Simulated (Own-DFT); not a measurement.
## Calculated data, WC (WC crystal, strained, atoms displaced)

A calculation, not a measurement: plane-wave density functional theory by an unreviewed code, no spin, of a simulated periodic cell, stress positive in tension, run twice, with PBE and with PBEsol, both on files made for PBE, so the change isn't that of files made for PBEsol, forces on such cells moved up to 12 meV/angstrom on a denser k mesh; the far tail of each file's local potential was reset to the Coulomb form; each entry is a single point on an unrelaxed cell, so the pressure reflects the starting lattice, taken from the Materials Project, from which strain is counted, and rises with the displacements; printed positions are rounded, which can move forces by about a meV/angstrom; the program, named Own-DFT, is a retired in-house code; no spin-orbit coupling; stress was not checked against mesh or cutoff. Program: Own-DFT development build.

Settings shared by all entries: functional PBE, then PBEsol; potential files PseudoDojo norm-conserving, scalar-relativistic, standard set; wave cutoff 50 hartree; occupations cold (Marzari-Vanderbilt); smearing width 0.2 eV; k mesh 4 x 4 x 4 centred on Gamma.

(1) 
```cif
# cell vector a (Å): 5.8695 -5.1157 -2.7307
# cell vector b (Å): 0.1492 -5.0849 8.4436
# cell vector c (Å): -5.7007 -4.8834 -2.7972
data_WC
_symmetry_space_group_name_H-M 'P 1'
_symmetry_Int_Tables_number 1
_cell_length_a 8.2509
_cell_length_b 9.8576
_cell_length_c 8.0106
_cell_angle_alpha 89.737
_cell_angle_beta 90.728
_cell_angle_gamma 87.300
_cell_volume 650.76
loop_
_atom_site_label
_atom_site_type_symbol
_atom_site_fract_x
_atom_site_fract_y
_atom_site_fract_z
_atom_site_occupancy
W1 W 0.67923 0.87809 0.93622 1
C1 C 0.69909 0.95973 0.69597 1
W2 W 0.37147 0.74543 0.87543 1
C2 C 0.37335 0.83779 0.63660 1
W3 W 0.18015 0.37569 0.94965 1
C3 C 0.19724 0.45925 0.67939 1
W4 W 0.06769 0.63239 0.81668 1
C4 C 0.06246 0.70772 0.55839 1
W5 W 0.94709 0.87227 0.67411 1
C5 C 0.93814 0.96128 0.42844 1
W6 W 0.88222 0.25031 0.86942 1
C6 C 0.87985 0.33192 0.61624 1
W7 W 0.74152 0.49953 0.74875 1
C7 C 0.74963 0.58833 0.49131 1
W8 W 0.61637 0.75563 0.62164 1
C8 C 0.62435 0.83184 0.38424 1
W9 W 0.57202 0.11960 0.81678 1
C9 C 0.56949 0.21740 0.56346 1
W10 W 0.43361 0.36875 0.69074 1
C10 C 0.44024 0.46137 0.44211 1
W11 W 0.30879 0.62278 0.55883 1
C11 C 0.31510 0.70442 0.32115 1
W12 W 0.18628 0.87954 0.44801 1
C12 C 0.20188 0.94966 0.17623 1
W13 W 0.25229 0.00304 0.75294 1
C13 C 0.24493 0.08615 0.49387 1
W14 W 0.11647 0.23700 0.62171 1
C14 C 0.13008 0.33683 0.37085 1
W15 W 0.99584 0.50313 0.49679 1
C15 C 0.00293 0.58675 0.23908 1
W16 W 0.87430 0.75599 0.38348 1
C16 C 0.86825 0.83637 0.11809 1
W17 W 0.81029 0.13103 0.55806 1
C17 C 0.80856 0.21239 0.31270 1
W18 W 0.67828 0.37615 0.43875 1
C18 C 0.68059 0.45820 0.19614 1
W19 W 0.57372 0.62952 0.31980 1
C19 C 0.56767 0.70946 0.05780 1
W20 W 0.43699 0.86891 0.19312 1
C20 C 0.43610 0.95265 0.93521 1
W21 W 0.50241 0.00470 0.49648 1
C21 C 0.50769 0.08825 0.25164 1
W22 W 0.37745 0.24410 0.37905 1
C22 C 0.38378 0.34108 0.13080 1
W23 W 0.25263 0.49932 0.25313 1
C23 C 0.25444 0.58578 0.99378 1
W24 W 0.12204 0.74631 0.11947 1
C24 C 0.12865 0.83533 0.87397 1
W25 W 0.06803 0.11648 0.31744 1
C25 C 0.06637 0.19944 0.05861 1
W26 W 0.94357 0.36383 0.18392 1
C26 C 0.94269 0.46225 0.93815 1
W27 W 0.80860 0.61865 0.06681 1
C27 C 0.81263 0.71432 0.80708 1
W28 W 0.75378 0.99292 0.25443 1
C28 C 0.74990 0.08570 0.98988 1
W29 W 0.62652 0.25831 0.12430 1
C29 C 0.62505 0.33346 0.87069 1
W30 W 0.50779 0.49679 0.99249 1
C30 C 0.50157 0.58802 0.75184 1
W31 W 0.31190 0.12157 0.05712 1
C31 C 0.32069 0.20462 0.81308 1
W32 W 0.98691 0.00255 0.01434 1
C32 C 0.00096 0.07689 0.74831 1
_calc_PBE_pressure 18.9  # GPa
_calc_PBE_stress_xx -16.6  # GPa
_calc_PBE_stress_yy -16.29  # GPa
_calc_PBE_stress_zz -23.81  # GPa
_calc_PBE_stress_yz -5.12  # GPa
_calc_PBE_stress_xz 3.81  # GPa
_calc_PBE_stress_xy -9.51  # GPa
_calc_PBEsol_pressure 10.49  # GPa
_calc_PBEsol_stress_xx -8.38  # GPa
_calc_PBEsol_stress_yy -8.05  # GPa
_calc_PBEsol_stress_zz -15.04  # GPa
_calc_PBEsol_stress_yz -5.11  # GPa
_calc_PBEsol_stress_xz 3.8  # GPa
_calc_PBEsol_stress_xy -9.46  # GPa
_calc_rms_change_of_force_components_from_PBE_to_PBEsol 0.022  # eV/angstrom
```

Force:
```csv
force element,PBE force x (eV/Å),PBE force y (eV/Å),PBE force z (eV/Å),PBEsol force x (eV/Å),PBEsol force y (eV/Å),PBEsol force z (eV/Å)
W,1.113,-0.937,-2.906,1.106,-0.941,-2.864
C,1.051,1.861,1.072,1.03,1.841,1.062
W,0.448,-1.773,0.762,0.445,-1.753,0.763
C,1.276,1.278,0.375,1.256,1.264,0.37
W,4.331,0.386,-0.251,4.268,0.38,-0.256
C,-2.293,0.917,-0.048,-2.261,0.9,-0.036
W,0.037,3.513,-1.076,0.047,3.453,-1.059
C,0.287,-0.415,-0.674,0.279,-0.416,-0.663
W,-4.935,-1.92,0.827,-4.86,-1.887,0.816
C,-0.695,-0.959,-0.95,-0.688,-0.951,-0.944
W,-1.687,0.591,0.273,-1.67,0.587,0.252
C,-0.987,-0.225,0.814,-0.982,-0.212,0.8
W,2.114,-1.835,-0.095,2.076,-1.802,-0.1
C,-1.025,-1.359,-1.594,-1.017,-1.342,-1.57
W,-0.328,-2.31,-2.828,-0.309,-2.279,-2.805
C,1.165,0.176,1.493,1.151,0.172,1.473
W,-0.624,1.432,3.645,-0.616,1.421,3.607
C,-0.741,1.491,-1.532,-0.729,1.479,-1.51
W,0.327,-0.838,1.477,0.357,-0.849,1.461
C,-0.058,0.854,-0.161,-0.061,0.845,-0.16
W,-0.773,-2.084,-0.563,-0.768,-2.058,-0.56
C,0.898,0.591,1.575,0.884,0.581,1.556
W,3.109,1.837,-1.405,3.052,1.815,-1.379
C,-2.501,0.016,0.982,-2.476,0.015,0.972
W,-0.306,1.039,-0.84,-0.298,1.049,-0.83
C,0.566,-1.27,-2.293,0.552,-1.249,-2.267
W,1.016,-4.181,3.089,1.007,-4.114,3.04
C,-0.764,0.51,-0.879,-0.756,0.507,-0.865
W,0.66,-0.239,-1.732,0.668,-0.245,-1.709
C,-1.346,-0.201,-1.19,-1.33,-0.201,-1.178
W,2.373,2.749,-0.936,2.326,2.721,-0.921
C,-0.137,-0.184,-1.791,-0.144,-0.192,-1.763
W,-0.207,0.004,-2.616,-0.198,-0.007,-2.591
C,0.91,0.34,-0.782,0.891,0.333,-0.767
W,1.619,-1.899,-0.628,1.605,-1.875,-0.633
C,2.134,-0.068,0.2,2.106,-0.061,0.2
W,-1.059,4.223,1.143,-1.051,4.169,1.128
C,-0.959,0.204,-0.484,-0.949,0.2,-0.477
W,1.005,-0.463,1.086,1.005,-0.457,1.076
C,-0.404,-0.739,0.33,-0.404,-0.728,0.328
W,-1.457,-0.599,-1.414,-1.432,-0.583,-1.399
C,0.397,1.269,-0.269,0.374,1.243,-0.267
W,0.349,-0.221,2.904,0.354,-0.232,2.866
C,-0.218,1.674,-0.54,-0.218,1.647,-0.531
W,0.324,0.145,0.663,0.306,0.155,0.657
C,-0.823,-0.12,-1.303,-0.821,-0.112,-1.279
W,-0.941,-2.294,0.305,-0.907,-2.256,0.301
C,-0.624,0.299,0.615,-0.613,0.301,0.595
W,0.895,1.249,3.701,0.873,1.236,3.656
C,-0.474,-0.826,0.728,-0.475,-0.819,0.725
W,-2.063,-1.402,2.571,-2.02,-1.386,2.557
C,-0.35,1.139,0.046,-0.356,1.118,0.038
W,1.708,-0.646,1.836,1.691,-0.635,1.821
C,-0.423,0.297,-0.76,-0.423,0.298,-0.744
W,-0.871,0.555,4.18,-0.85,0.539,4.118
C,-1.189,-1.557,-0.918,-1.166,-1.533,-0.909
W,-0.199,1.407,-2.937,-0.205,1.383,-2.894
C,0.566,-0.311,-0.761,0.555,-0.309,-0.747
W,-3.227,-0.981,1.471,-3.177,-0.971,1.446
C,0.588,1.42,-0.243,0.576,1.398,-0.243
W,-0.612,-2.254,-0.808,-0.609,-2.21,-0.804
C,-0.771,0.495,0.898,-0.769,0.492,0.879
W,5.103,1.245,-1.388,5.055,1.223,-1.373
C,-0.296,-0.1,0.536,-0.287,-0.101,0.539
```

(2) 
```cif
# cell vector a (Å): 5.9431 -5.0647 -2.7874
# cell vector b (Å): 0.0068 -5.1427 8.5148
# cell vector c (Å): -5.9242 -5.0444 -2.7846
data_WC
_symmetry_space_group_name_H-M 'P 1'
_symmetry_Int_Tables_number 1
_cell_length_a 8.2910
_cell_length_b 9.9473
_cell_length_c 8.2641
_cell_angle_alpha 88.473
_cell_angle_beta 91.587
_cell_angle_gamma 88.365
_cell_volume 680.78
loop_
_atom_site_label
_atom_site_type_symbol
_atom_site_fract_x
_atom_site_fract_y
_atom_site_fract_z
_atom_site_occupancy
W1 W 0.69157 0.87803 0.93826 1
C1 C 0.68124 0.95032 0.69426 1
W2 W 0.38397 0.76247 0.87500 1
C2 C 0.38225 0.83430 0.61909 1
W3 W 0.19003 0.37419 0.93506 1
C3 C 0.19390 0.45443 0.68656 1
W4 W 0.06342 0.61766 0.81314 1
C4 C 0.05837 0.72684 0.56065 1
W5 W 0.93407 0.87835 0.69089 1
C5 C 0.94117 0.95617 0.43453 1
W6 W 0.87787 0.24777 0.86990 1
C6 C 0.85593 0.34350 0.62637 1
W7 W 0.75078 0.48835 0.75164 1
C7 C 0.75694 0.58819 0.48768 1
W8 W 0.62704 0.75381 0.62945 1
C8 C 0.61993 0.83025 0.36897 1
W9 W 0.55601 0.12317 0.81291 1
C9 C 0.55889 0.20795 0.56314 1
W10 W 0.43119 0.37342 0.68677 1
C10 C 0.43604 0.46202 0.43737 1
W11 W 0.31201 0.63155 0.56130 1
C11 C 0.31375 0.70307 0.32309 1
W12 W 0.18437 0.88265 0.43380 1
C12 C 0.19711 0.95482 0.20027 1
W13 W 0.23640 0.00611 0.74433 1
C13 C 0.25310 0.07527 0.49249 1
W14 W 0.12668 0.25014 0.61662 1
C14 C 0.13014 0.33667 0.37654 1
W15 W 0.99592 0.49795 0.48770 1
C15 C 0.00211 0.58608 0.25598 1
W16 W 0.86678 0.74998 0.38343 1
C16 C 0.86963 0.83599 0.12285 1
W17 W 0.81101 0.12192 0.56913 1
C17 C 0.81865 0.21034 0.31361 1
W18 W 0.69213 0.37386 0.43576 1
C18 C 0.67972 0.45959 0.18643 1
W19 W 0.55942 0.62248 0.30974 1
C19 C 0.56010 0.70707 0.05730 1
W20 W 0.43969 0.87392 0.18194 1
C20 C 0.44602 0.95127 0.93817 1
W21 W 0.51426 0.99734 0.50162 1
C21 C 0.49920 0.08147 0.25316 1
W22 W 0.38932 0.25238 0.37560 1
C22 C 0.37242 0.34128 0.11537 1
W23 W 0.23949 0.50415 0.24500 1
C23 C 0.24588 0.58556 0.99431 1
W24 W 0.11396 0.75535 0.13141 1
C24 C 0.12338 0.83421 0.87666 1
W25 W 0.06452 0.12679 0.31403 1
C25 C 0.05942 0.20329 0.05959 1
W26 W 0.93243 0.37363 0.19143 1
C26 C 0.93585 0.45917 0.94323 1
W27 W 0.81556 0.62780 0.06089 1
C27 C 0.81962 0.70827 0.81580 1
W28 W 0.74696 0.99563 0.24598 1
C28 C 0.75246 0.07547 0.00607 1
W29 W 0.62863 0.25002 0.12735 1
C29 C 0.62059 0.32802 0.87693 1
W30 W 0.50138 0.51001 0.99371 1
C30 C 0.50001 0.58311 0.74256 1
W31 W 0.30998 0.12179 0.05443 1
C31 C 0.30323 0.21223 0.80521 1
W32 W 0.00004 0.00719 0.00726 1
C32 C 0.00494 0.08145 0.74560 1
_calc_PBE_pressure 0.49  # GPa
_calc_PBE_stress_xx 6.51  # GPa
_calc_PBE_stress_yy 0.19  # GPa
_calc_PBE_stress_zz -8.19  # GPa
_calc_PBE_stress_yz -4.18  # GPa
_calc_PBE_stress_xz -0.16  # GPa
_calc_PBE_stress_xy -1.15  # GPa
_calc_PBEsol_pressure -7.36  # GPa
_calc_PBEsol_stress_xx 14.12  # GPa
_calc_PBEsol_stress_yy 7.84  # GPa
_calc_PBEsol_stress_zz 0.11  # GPa
_calc_PBEsol_stress_yz -4.17  # GPa
_calc_PBEsol_stress_xz -0.15  # GPa
_calc_PBEsol_stress_xy -1.13  # GPa
_calc_rms_change_of_force_components_from_PBE_to_PBEsol 0.02  # eV/angstrom
```

Force:
```csv
force element,PBE force x (eV/Å),PBE force y (eV/Å),PBE force z (eV/Å),PBEsol force x (eV/Å),PBEsol force y (eV/Å),PBEsol force z (eV/Å)
W,-0.303,0.928,-1.063,-0.313,0.93,-1.041
C,1.082,-1.374,1.367,1.072,-1.352,1.348
W,-1.127,4.297,-1.449,-1.098,4.233,-1.449
C,-1.026,-0.161,0.515,-1.005,-0.164,0.498
W,-0.902,0.561,0.558,-0.878,0.557,0.564
C,-0.646,0.674,1.42,-0.639,0.662,1.389
W,0.418,-0.577,2.779,0.386,-0.577,2.746
C,-0.058,0.442,-2.763,-0.059,0.441,-2.717
W,0.737,0.053,-1.288,0.736,0.058,-1.265
C,-1.081,0.044,1.131,-1.069,0.038,1.111
W,-1.456,-0.08,0.153,-1.445,-0.079,0.159
C,2.517,-0.111,-3.422,2.48,-0.1,-3.379
W,-0.834,-1.482,4.459,-0.826,-1.466,4.391
C,-2.232,0.538,-1.295,-2.193,0.54,-1.279
W,0.666,1.917,-1.924,0.657,1.89,-1.867
C,-0.094,-0.886,-0.263,-0.091,-0.882,-0.26
W,0.51,-0.768,-0.118,0.515,-0.761,-0.119
C,0.355,-0.721,-0.687,0.354,-0.711,-0.68
W,1.259,-1.083,0.197,1.24,-1.064,0.191
C,0.207,0.208,-0.201,0.204,0.207,-0.195
W,-0.743,0.349,-1.266,-0.712,0.341,-1.253
C,0.845,0.88,1.996,0.831,0.87,1.965
W,-0.177,-0.406,-3.418,-0.175,-0.401,-3.376
C,0.826,1.616,2.231,0.81,1.599,2.207
W,1.892,-1.658,-3.465,1.866,-1.651,-3.414
C,-0.219,-1.816,1.385,-0.23,-1.787,1.37
W,-1.123,0.032,0.553,-1.106,0.018,0.522
C,0.345,0.899,-0.116,0.329,0.892,-0.106
W,-1.589,-2.97,-0.732,-1.566,-2.908,-0.718
C,-0.04,1.223,1.025,-0.042,1.209,1.01
W,2.927,0.048,1.106,2.91,0.055,1.093
C,-0.035,-0.758,-0.924,-0.032,-0.75,-0.911
W,1.153,0.291,1.42,1.132,0.284,1.405
C,-0.756,0.61,-0.502,-0.744,0.601,-0.485
W,-1.083,1.016,1.381,-1.06,1.002,1.365
C,0.922,-0.477,-0.285,0.911,-0.476,-0.282
W,-0.025,-0.603,0.331,-0.017,-0.607,0.336
C,0.164,-1.221,-0.053,0.162,-1.204,-0.049
W,-1.618,-0.555,-0.359,-1.588,-0.558,-0.347
C,-0.622,-0.417,2.611,-0.613,-0.417,2.572
W,-1.72,2.276,2.214,-1.699,2.25,2.189
C,0.896,0,0.401,0.891,-0.002,0.39
W,-1.206,2.857,1.324,-1.202,2.814,1.3
C,-0.222,-0.656,-1.527,-0.215,-0.647,-1.504
W,1.301,-1.489,-2.033,1.271,-1.482,-2.008
C,-0.132,-0.843,-0.145,-0.135,-0.825,-0.153
W,2.396,-0.186,-1.067,2.357,-0.18,-1.06
C,-0.022,-0.344,0.034,-0.028,-0.336,0.041
W,0.33,0.301,0.359,0.326,0.304,0.341
C,0.095,-1.456,0.77,0.097,-1.428,0.753
W,1.574,-0.081,0.568,1.535,-0.096,0.558
C,0.554,0.472,-0.477,0.552,0.469,-0.466
W,-0.896,0.604,-0.558,-0.883,0.597,-0.547
C,-0.098,0.67,0.054,-0.1,0.65,0.056
W,-0.666,-2.022,0.313,-0.655,-1.982,0.311
C,0.347,-0.11,2.149,0.341,-0.109,2.11
W,-0.228,1.384,0.744,-0.229,1.357,0.73
C,0.3,-0.416,0.279,0.308,-0.411,0.277
W,-0.92,1.593,-2.178,-0.908,1.569,-2.158
C,-0.066,-0.758,-0.026,-0.071,-0.754,-0.024
W,-0.623,-1.906,-0.034,-0.614,-1.876,-0.031
C,0.281,-0.438,-1.448,0.276,-0.428,-1.428
W,1.165,1.874,-2.014,1.151,1.859,-1.983
C,-1.478,0.171,1.273,-1.458,0.171,1.26
```

(3) 
```cif
# cell vector a (Å): 5.8194 -5.0487 -2.8821
# cell vector b (Å): -0.1290 -5.1771 8.6095
# cell vector c (Å): -5.8017 -5.1079 -2.7404
data_WC
_symmetry_space_group_name_H-M 'P 1'
_symmetry_Int_Tables_number 1
_cell_length_a 8.2256
_cell_length_b 10.0470
_cell_length_c 8.2012
_cell_angle_alpha 87.497
_cell_angle_beta 90.065
_cell_angle_gamma 89.602
_cell_volume 677.11
loop_
_atom_site_label
_atom_site_type_symbol
_atom_site_fract_x
_atom_site_fract_y
_atom_site_fract_z
_atom_site_occupancy
W1 W 0.68747 0.87218 0.93359 1
C1 C 0.69907 0.96672 0.68724 1
W2 W 0.38029 0.74918 0.88448 1
C2 C 0.37370 0.83552 0.62889 1
W3 W 0.20007 0.38160 0.94507 1
C3 C 0.17988 0.46028 0.68504 1
W4 W 0.05812 0.62017 0.80828 1
C4 C 0.07285 0.71201 0.56035 1
W5 W 0.93541 0.87440 0.68891 1
C5 C 0.93397 0.95821 0.43664 1
W6 W 0.87261 0.25130 0.86879 1
C6 C 0.87103 0.34170 0.62948 1
W7 W 0.74661 0.50237 0.74605 1
C7 C 0.75653 0.57736 0.51776 1
W8 W 0.62393 0.75865 0.61984 1
C8 C 0.63479 0.83080 0.37945 1
W9 W 0.54643 0.13000 0.81969 1
C9 C 0.55992 0.21120 0.56541 1
W10 W 0.43536 0.37028 0.70029 1
C10 C 0.43862 0.46813 0.43322 1
W11 W 0.31826 0.62408 0.55848 1
C11 C 0.30393 0.71062 0.30564 1
W12 W 0.18475 0.88060 0.44566 1
C12 C 0.18013 0.96628 0.18934 1
W13 W 0.23968 0.00420 0.75596 1
C13 C 0.24081 0.08869 0.49953 1
W14 W 0.13383 0.25327 0.61300 1
C14 C 0.12721 0.33395 0.37086 1
W15 W 0.99624 0.49705 0.49617 1
C15 C 0.99491 0.58257 0.24843 1
W16 W 0.87310 0.74745 0.36697 1
C16 C 0.87391 0.83147 0.12818 1
W17 W 0.81935 0.11931 0.55801 1
C17 C 0.81584 0.20444 0.31434 1
W18 W 0.69076 0.36971 0.43569 1
C18 C 0.67884 0.45911 0.20211 1
W19 W 0.57215 0.63175 0.32883 1
C19 C 0.57219 0.70610 0.05928 1
W20 W 0.43875 0.87507 0.17986 1
C20 C 0.43473 0.96502 0.94632 1
W21 W 0.49888 0.00548 0.50444 1
C21 C 0.49819 0.07536 0.24962 1
W22 W 0.37167 0.24518 0.37832 1
C22 C 0.37646 0.34522 0.12828 1
W23 W 0.25271 0.49750 0.25061 1
C23 C 0.24750 0.57980 0.00273 1
W24 W 0.12594 0.74483 0.13327 1
C24 C 0.11378 0.83261 0.86939 1
W25 W 0.05322 0.13058 0.31620 1
C25 C 0.06871 0.20995 0.05150 1
W26 W 0.93940 0.37230 0.18066 1
C26 C 0.94152 0.46887 0.93995 1
W27 W 0.81857 0.62835 0.06501 1
C27 C 0.80989 0.71125 0.81000 1
W28 W 0.75579 0.00416 0.25141 1
C28 C 0.74216 0.09085 0.00061 1
W29 W 0.62769 0.26074 0.12169 1
C29 C 0.62051 0.32679 0.87916 1
W30 W 0.49426 0.49685 0.99988 1
C30 C 0.49981 0.58565 0.75597 1
W31 W 0.31484 0.12898 0.05745 1
C31 C 0.31985 0.20820 0.81560 1
W32 W 0.00138 0.00225 0.99382 1
C32 C 0.99900 0.07999 0.75443 1
_calc_PBE_pressure 2.44  # GPa
_calc_PBE_stress_xx -6.99  # GPa
_calc_PBE_stress_yy 1.26  # GPa
_calc_PBE_stress_zz -1.59  # GPa
_calc_PBE_stress_yz -4.98  # GPa
_calc_PBE_stress_xz -7.48  # GPa
_calc_PBE_stress_xy 1.97  # GPa
_calc_PBEsol_pressure -5.48  # GPa
_calc_PBEsol_stress_xx 0.81  # GPa
_calc_PBEsol_stress_yy 8.99  # GPa
_calc_PBEsol_stress_zz 6.64  # GPa
_calc_PBEsol_stress_yz -4.96  # GPa
_calc_PBEsol_stress_xz -7.46  # GPa
_calc_PBEsol_stress_xy 1.96  # GPa
_calc_rms_change_of_force_components_from_PBE_to_PBEsol 0.025  # eV/angstrom
```

Force:
```csv
force element,PBE force x (eV/Å),PBE force y (eV/Å),PBE force z (eV/Å),PBEsol force x (eV/Å),PBEsol force y (eV/Å),PBEsol force z (eV/Å)
W,-0.509,-1.602,1.253,-0.507,-1.574,1.223
C,-1.678,1.774,-0.31,-1.644,1.763,-0.318
W,0.278,1.875,1.74,0.278,1.839,1.706
C,-0.014,-0.223,0.174,-0.008,-0.219,0.173
W,-0.916,4.283,0.687,-0.901,4.21,0.679
C,0.785,-0.752,-0.636,0.778,-0.743,-0.621
W,0.902,-2.006,1.276,0.88,-1.981,1.255
C,-1.031,1.249,-0.267,-1.019,1.23,-0.263
W,0.948,0.118,-0.06,0.933,0.101,-0.042
C,0.265,-0.342,-0.401,0.258,-0.346,-0.388
W,-0.125,-1.132,-0.681,-0.145,-1.115,-0.682
C,1.096,1.046,-1.283,1.088,1.031,-1.255
W,-1.776,-1.595,-1.627,-1.735,-1.58,-1.615
C,1.646,1.754,2.665,1.633,1.74,2.633
W,-1.624,-0.885,-2.448,-1.603,-0.869,-2.436
C,-0.018,0.61,2.236,-0.01,0.598,2.198
W,4.655,-1.303,-3.149,4.583,-1.301,-3.086
C,0.149,0.415,-0.522,0.138,0.421,-0.513
W,2.63,0.602,3.512,2.575,0.593,3.442
C,-0.738,-0.027,-2.023,-0.724,-0.028,-1.987
W,-1.791,-0.422,0.675,-1.765,-0.415,0.677
C,0.158,-2.008,-1.303,0.152,-1.981,-1.289
W,1.834,1.121,-0.185,1.8,1.117,-0.184
C,0.56,0.189,-0.979,0.557,0.186,-0.961
W,2.396,0.023,-1.685,2.366,0.018,-1.653
C,0.315,-0.282,-1.34,0.309,-0.285,-1.317
W,-4.112,-0.548,-0.427,-4.046,-0.527,-0.424
C,-0.28,0.302,0.23,-0.279,0.298,0.221
W,0.531,-1.81,0.236,0.51,-1.792,0.223
C,0.228,-0.289,-0.748,0.229,-0.285,-0.729
W,-0.834,-2.809,-1.059,-0.823,-2.755,-1.037
C,0.983,0.052,0.933,0.968,0.057,0.91
W,-2.303,-1.343,2.009,-2.254,-1.31,1.982
C,-0.202,0.431,1.613,-0.193,0.42,1.588
W,-1.919,-0.77,0.908,-1.889,-0.772,0.907
C,2.207,0.073,0.778,2.178,0.076,0.761
W,1.269,3.9,0.404,1.249,3.844,0.391
C,-1.387,-0.024,0.13,-1.362,-0.024,0.142
W,-2.004,-1.554,-0.863,-1.969,-1.529,-0.842
C,0.836,1.495,-0.536,0.817,1.468,-0.527
W,0.522,0.586,-0.742,0.522,0.575,-0.729
C,0.11,-0.953,1.131,0.106,-0.937,1.112
W,1.944,-1.088,1.476,1.898,-1.076,1.462
C,-0.309,0.814,-2.378,-0.297,0.804,-2.336
W,-0.775,-0.811,1.153,-0.756,-0.782,1.145
C,0.31,-0.626,0.955,0.308,-0.62,0.929
W,1.383,0.755,3.086,1.357,0.758,3.039
C,0.013,-1.608,-1.18,0.012,-1.588,-1.151
W,3.422,0.113,-1.627,3.36,0.102,-1.615
C,-1.119,-0.126,0.277,-1.109,-0.126,0.275
W,-0.781,-0.625,0.811,-0.778,-0.629,0.793
C,-0.427,1.445,-1.215,-0.417,1.416,-1.195
W,-0.776,1.986,-0.105,-0.764,1.939,-0.097
C,0.091,0.108,-0.52,0.09,0.104,-0.511
W,-0.665,2.375,0.052,-0.664,2.33,0.04
C,0.72,-0.062,-0.877,0.714,-0.067,-0.859
W,-1.769,0.554,-3.155,-1.743,0.552,-3.108
C,0.787,-0.587,1.474,0.764,-0.568,1.454
W,1.421,-3.147,1.022,1.391,-3.073,1.002
C,0.4,0.749,0.283,0.394,0.736,0.279
W,-2.752,-0.789,-1.222,-2.692,-0.759,-1.209
C,-1.546,1.392,1.597,-1.519,1.362,1.572
W,-2.325,-0.393,-1.057,-2.281,-0.382,-1.036
C,0.71,0.35,1.834,0.701,0.351,1.804
```
